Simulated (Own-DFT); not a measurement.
GaP (zincblende, atoms displaced) (calculated)

All values are calculated (Own-DFT development build). A calculation, not a measurement: plane-wave PBE density functional theory by an unreviewed code, no spin, of a simulated periodic cell, stress positive in tension, free energy of the whole cell less one offset for each atom, forces on such cells passed a denser k mesh, this cell's mesh not checked; offsets are fitted by least squares, one for each functional and potential file, so energies compare only between cells with the same atoms and settings and are not formation energies; the far tail of each file's local potential was reset to the Coulomb form; each entry is a single point on an unrelaxed cell, so the pressure reflects the starting lattice, mostly measured values (interpolated for alloys), from which strain is counted, and rises with the displacements; printed positions are rounded, which can move forces by about a meV/angstrom; the program, named Own-DFT, is a retired in-house code; no spin-orbit coupling.

```cif
# cell vector a (Å): 10.9010 0.0000 0.0000
# cell vector b (Å): 0.0000 10.9010 0.0000
# cell vector c (Å): 0.0000 0.0000 10.9010
data_GaP
_symmetry_space_group_name_H-M 'P 1'
_symmetry_Int_Tables_number 1
_cell_length_a 10.9010
_cell_length_b 10.9010
_cell_length_c 10.9010
_cell_angle_alpha 90.000
_cell_angle_beta 90.000
_cell_angle_gamma 90.000
_cell_volume 1295.39
loop_
_atom_site_label
_atom_site_type_symbol
_atom_site_fract_x
_atom_site_fract_y
_atom_site_fract_z
_atom_site_occupancy
Ga1 Ga 0.00586 0.01419 0.00322 1
Ga2 Ga 0.97958 0.21759 0.24655 1
Ga3 Ga 0.25752 0.01847 0.27178 1
Ga4 Ga 0.25293 0.26751 0.01282 1
P1 P 0.13797 0.13116 0.13706 1
P2 P 0.14189 0.38099 0.38642 1
P3 P 0.37767 0.12159 0.38180 1
P4 P 0.37122 0.38674 0.12916 1
Ga5 Ga 0.00461 0.99649 0.48978 1
Ga6 Ga 0.98985 0.25984 0.75522 1
Ga7 Ga 0.26566 0.00607 0.72041 1
Ga8 Ga 0.25408 0.25220 0.50492 1
P5 P 0.12497 0.12032 0.62920 1
P6 P 0.13121 0.36318 0.89750 1
P7 P 0.37046 0.12378 0.86758 1
P8 P 0.36937 0.38085 0.60260 1
Ga9 Ga 0.00550 0.50441 0.99330 1
Ga10 Ga 0.97498 0.74027 0.23117 1
Ga11 Ga 0.24059 0.52733 0.27019 1
Ga12 Ga 0.25315 0.78418 0.99921 1
P9 P 0.12829 0.61042 0.11317 1
P10 P 0.13520 0.87069 0.39077 1
P11 P 0.36254 0.63593 0.37846 1
P12 P 0.37415 0.86771 0.13013 1
Ga13 Ga 0.00614 0.47094 0.50487 1
Ga14 Ga 0.00135 0.73862 0.78338 1
Ga15 Ga 0.26909 0.51338 0.75161 1
Ga16 Ga 0.22990 0.75684 0.51113 1
P13 P 0.13525 0.61438 0.61227 1
P14 P 0.09787 0.88474 0.86228 1
P15 P 0.37231 0.65515 0.88407 1
P16 P 0.38722 0.86515 0.61833 1
Ga17 Ga 0.48347 0.99505 0.00228 1
Ga18 Ga 0.50976 0.27545 0.24080 1
Ga19 Ga 0.74450 0.01316 0.24190 1
Ga20 Ga 0.75659 0.25457 0.01104 1
P17 P 0.59544 0.10490 0.12197 1
P18 P 0.62000 0.39166 0.39728 1
P19 P 0.87382 0.12549 0.37144 1
P20 P 0.88734 0.39500 0.13344 1
Ga21 Ga 0.50684 0.01485 0.49894 1
Ga22 Ga 0.50708 0.24637 0.72516 1
Ga23 Ga 0.74054 0.99615 0.75262 1
Ga24 Ga 0.75380 0.25942 0.49089 1
P21 P 0.64293 0.14812 0.62557 1
P22 P 0.63317 0.36407 0.88697 1
P23 P 0.86428 0.12120 0.89070 1
P24 P 0.86507 0.36931 0.62499 1
Ga25 Ga 0.48215 0.49011 0.01851 1
Ga26 Ga 0.50199 0.76668 0.25103 1
Ga27 Ga 0.74311 0.49792 0.24597 1
Ga28 Ga 0.74439 0.72601 0.02325 1
P25 P 0.62636 0.61488 0.13165 1
P26 P 0.61858 0.86880 0.38857 1
P27 P 0.86275 0.64112 0.34219 1
P28 P 0.86216 0.89105 0.11870 1
Ga29 Ga 0.48593 0.50103 0.49334 1
Ga30 Ga 0.50286 0.75152 0.76118 1
Ga31 Ga 0.73575 0.49008 0.74898 1
Ga32 Ga 0.75172 0.77227 0.48695 1
P29 P 0.59806 0.62193 0.62330 1
P30 P 0.66092 0.85551 0.85257 1
P31 P 0.89984 0.63309 0.89373 1
P32 P 0.87855 0.89252 0.63228 1
_calc_functional 'PBE'
_calc_potential_files 'PseudoDojo norm-conserving, scalar-relativistic, standard set'
_calc_wave_cutoff 42  # hartree
_calc_occupations 'Fermi-Dirac'
_calc_smearing_width 0.1  # eV
_calc_k_mesh '3 x 3 x 3 centred on Gamma'
_calc_free_energy_of_cell_above_offsets '-17.099'  # eV
_calc_pressure 6.9  # GPa
_calc_stress_xx -7.34  # GPa
_calc_stress_yy -6.75  # GPa
_calc_stress_zz -6.6  # GPa
_calc_stress_yz 1.73  # GPa
_calc_stress_xz -0.33  # GPa
_calc_stress_xy -1.07  # GPa
```

Force:
```tsv
element	x (eV/Å)	y (eV/Å)	z (eV/Å)
Ga	-0.105	-0.506	0.269
Ga	2.854	4.108	-2.335
Ga	-1.541	-2.898	-1.457
Ga	1.303	-2.722	0.357
P	-0.488	-0.525	-0.582
P	-1.073	-1.577	-1.889
P	1.634	3.255	0.496
P	-2.229	-1.06	3.252
Ga	-0.147	0.326	1.247
Ga	0.866	-1.594	0.936
Ga	-0.215	-1.102	1.543
Ga	-1.244	-1.873	-0.323
P	-1.2	1.767	-1.06
P	-1.679	2.144	-3.629
P	0.361	0.6	0.168
P	0.899	-0.382	3.6
Ga	0.971	-2.234	0.726
Ga	3.75	2.478	-2.347
Ga	-0.836	-1.571	-1.627
Ga	-3.022	-1.612	-1.222
P	0.575	2.882	1.108
P	-2.043	1.678	-3.966
P	2.042	1.646	0.528
P	-0.14	2.39	1.12
Ga	-0.633	1.991	0.006
Ga	1.485	1.024	-5.719
Ga	-0.661	-0.507	0.229
Ga	2.992	-0.78	0.94
P	-2.205	-0.571	2.642
P	4.004	2.38	1.47
P	0.089	-2.416	0.553
P	-0.154	0.813	0.157
Ga	-0.187	-1.114	-2.365
Ga	-0.077	-1.646	0.997
Ga	-0.954	-1.075	0.802
Ga	-0.082	-0.382	1.003
P	2.424	3.23	1.473
P	1.469	-1.341	-3.104
P	-2.299	-1.695	2.452
P	-0.614	-2.482	0.092
Ga	0.577	-0.84	1.1
Ga	-2.045	1.897	2.366
Ga	1.742	3.004	-1.368
Ga	0.125	-0.426	-0.5
P	0.256	-3.212	-0.994
P	-2.055	0.912	-0.727
P	0.557	0.825	-1.283
P	0.816	1.035	0.437
Ga	3.088	2.992	-3.644
Ga	0.166	-2.199	0.598
Ga	0.479	-0.69	1.364
Ga	2.014	2.475	-2.365
P	-3.372	-0.05	0.365
P	-1.014	3.099	-2.201
P	-1.715	-2.55	4.882
P	0.818	-0.86	-0.026
Ga	-0.686	2.166	0.17
Ga	0.5	0.499	-0.907
Ga	-0.064	1.315	0.191
Ga	2.178	-2.339	2.369
P	2.26	0.064	0.087
P	-2.881	-2.106	3.449
P	-5.862	-2.449	0.887
P	0.225	-1.61	-0.79
```
